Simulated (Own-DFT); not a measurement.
# Response to strain: 4H SiC, 72 atoms (C36Si36)

These are calculations, not measurements. The program, named Own-DFT, is a retired in-house plane-wave density functional code that no person has reviewed. Each row is one single-point run on a periodic cell that was not relaxed, without spin or spin-orbit coupling.

Settings of every run: PBE; PseudoDojo norm-conserving scalar-relativistic files; cutoff 42 hartree; 4 x 4 x 3 k mesh centred on Gamma; Fermi-Dirac smearing of 0.1 eV.

Known limits: forces on such cells passed a denser k mesh, each cell not checked; stress not checked against mesh or cutoff.

Unstrained cell vectors in Å: (9.248, 0.000, 0.000); (-4.624, 8.009, 0.000); (0.000, 0.000, 10.068). The unstrained cell has measured lattice constants (interpolated for alloys), not those of this functional. That, the random moves and any unrelaxed bonds set the pressure at no strain. Each run strains this cell uniformly, with the atoms carried along. Every atom was also moved at random, by a Gaussian of width 0.05 Å on each axis. Strain is the symmetric tensor, in per cent. Stress is positive in tension, and the pressure is minus a third of its trace.

```
run,e_xx (%),e_yy (%),e_zz (%),e_yz (%),e_xz (%),e_xy (%),s_xx (GPa),s_yy (GPa),s_zz (GPa),s_yz (GPa),s_xz (GPa),s_xy (GPa),P (GPa),E (meV/atom)
1,-1.82,0.61,0.36,-0.02,1.48,-0.49,-14.12,-3.83,-4.02,0.35,5.20,-2.10,7.32,12.8
2,-0.72,-0.11,-1.60,-1.57,1.66,1.91,-10.44,-7.49,-17.04,-6.19,6.59,10.13,11.66,34.6
3,-1.14,0.91,0.09,1.36,-1.95,1.80,-10.34,-1.49,-5.26,4.97,-6.39,9.63,5.70,15.0
4,-1.35,0.93,0.35,-0.86,1.61,-0.95,-11.56,-1.51,-3.52,-3.49,5.21,-6.21,5.53,5.5
5,0.65,-1.12,1.77,-1.30,1.46,-0.07,-0.38,-11.17,3.19,-5.51,4.80,-0.48,2.79,5.5
6,1.34,1.45,1.32,-0.40,-1.46,-0.17,2.89,5.49,1.16,-1.58,-5.17,-2.52,-3.18,0.0
7,0.76,-0.38,0.87,0.82,1.41,1.47,-1.60,-5.56,-1.31,2.89,3.64,5.77,2.82,24.2
8,-0.73,-0.59,-1.76,-1.08,0.90,-0.11,-10.95,-9.68,-16.41,-3.82,1.51,-0.87,12.34,15.2
9,-0.40,1.86,-1.41,-1.86,-1.33,0.32,-6.17,4.64,-15.99,-6.53,-4.90,0.84,5.84,18.2
10,0.98,-0.08,-0.54,1.62,0.77,0.25,-0.33,-7.43,-7.98,6.81,1.82,1.78,5.25,29.0
11,-0.49,0.86,0.64,-1.60,1.59,1.12,-6.04,-1.23,-1.73,-5.43,5.36,4.08,3.00,10.2
12,1.77,-1.10,1.01,0.08,-0.01,1.51,4.10,-10.17,0.26,0.11,-0.11,7.50,1.94,8.4
13,1.09,1.22,1.11,1.05,1.49,-0.35,2.71,2.65,0.53,2.34,4.74,-0.68,-1.96,1.7
14,-0.08,-0.63,-0.17,1.22,-1.46,-1.33,-5.41,-9.44,-8.30,4.37,-5.01,-6.70,7.71,9.4
15,-1.76,-1.04,0.41,-0.90,-0.57,-1.26,-16.40,-13.24,-4.77,-3.31,-2.84,-7.20,11.47,26.2
16,-1.90,-0.31,-0.64,1.43,0.76,1.27,-19.18,-7.76,-10.91,3.71,2.99,7.98,12.62,31.5
17,1.16,-0.53,-0.39,0.25,0.71,1.80,?,?,?,?,?,?,?,?
```

E is the free energy for each atom above the lowest run shown.

## Worked fit

Each stress component was fitted by least squares to a constant and the strains of the runs shown, as fractions, with shears doubled. Shear strains stay in the fit of a normal stress only where such slopes are resolved. The slopes, in GPa:

| stress | at no strain | per e_xx | per e_yy | per e_zz | scatter |
|---|---|---|---|---|---|
| s_xx | -5.3 | 564 ± 25 | 96 ± 28 | 65 ± 29 | 1.06 |
| s_yy | -5.6 | 78 ± 22 | 582 ± 24 | 39 ± 25 | 0.91 |
| s_zz | -6.4 | 12 ± 22 | 13 ± 24 | 601 ± 25 | 0.91 |

Each shear stress against twice its own strain: yz 177 ± 8, xz 169 ± 7, xy 256 ± 12 GPa. These are stiffnesses along x, y and z of the frame in which the cell vectors are given, which need not be the crystal's axes. The atoms are held to the strained lattice; where symmetry lets them move under strain, relaxing them would lower some slopes. The table should be nearly symmetric about its diagonal, and what it lacks of that shows the noise. A ninth of its sum, 228 ± 4 GPa, estimates the bulk modulus near the mean pressure of these runs, 5.7 GPa, so it lies above the value at zero pressure.

## Withheld run

Question: what normal stresses and pressure should run 17 give?

The fit gives s_xx = 0.4, s_yy = -7.9, s_zz = -8.7 and P = 5.4 GPa. The calculation gave 0.49, -8.36, -8.53 and P = 5.46 GPa.
